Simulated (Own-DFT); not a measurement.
# What a defect does to the pressure of its cell: wurtzite GaN

Calculated, not measured: single-point runs of Own-DFT, a retired in-house plane-wave DFT program that no person has reviewed, on unrelaxed cells, without spin or spin-orbit coupling.

Settings: PBE; PseudoDojo norm-conserving scalar-relativistic files; cutoff 42 hartree; 4 x 4 x 3 k mesh centred on Gamma; Fermi-Dirac smearing of 0.1 eV.

Known weak points (not all hold for every row): not probed for a lower state with spin; forces not confirmed at this smearing and k mesh; stress not checked against mesh or cutoff.

All runs share one cell, with vectors in Å (9.567, 0.000, 0.000); (-4.784, 8.285, 0.000); (0.000, 0.000, 10.370) and a volume of 822.0 Å³. The atoms are randomly displaced, by u rms on each axis. The defect's site can differ from row to row.

| cell | formula | u (Å) | P (GPa) |
|---|---|---|---|
| no defect | Ga36N36 | 0.0213 | 5.99 |
| no defect | Ga36N36 | 0.0215 | 5.93 |
| no defect | Ga36N36 | 0.0524 | 7.90 |
| one Ga on an N site | Ga37N35 | 0.0294 | 11.84 |
| one Ga on an N site | Ga37N35 | 0.0303 | 12.21 |
| one Ga on an N site | Ga37N35 | 0.0549 | 13.25 |
| one N on a Ga site | Ga35N37 | 0.0290 | ? |
| one N on a Ga site | Ga35N37 | 0.0296 | 5.41 |
| one N on a Ga site | Ga35N37 | 0.0466 | 6.34 |
| one N on a Ga site | Ga35N37 | 0.0502 | 6.84 |

## Fit

P = P0 + c u² + a shift for each defect gives P0 = 5.70 GPa, c = 743 ± 72 GPa/Å² and a scatter of 0.20 GPa. The shifts, and each times the cell's volume:

- one Ga on an N site: 5.54 ± 0.17 GPa, 28.4 eV
- one N on a Ga site: -0.89 ± 0.17 GPa, -4.5 eV

Positive is outwards. The product with the volume (160.2 GPa Å³ to the eV) is nearly free of the cell's size; divided by the bulk modulus at the cell's pressure it gives the volume that the defect adds. The atoms around the defects weren't relaxed, which would change these numbers.

## Check

Asked: what pressure belongs in the blank (one N on a Ga site, u = 0.0290 Å)?

The fitted form gives 5.44 ± 0.25 GPa. Computed: 5.48 GPa.
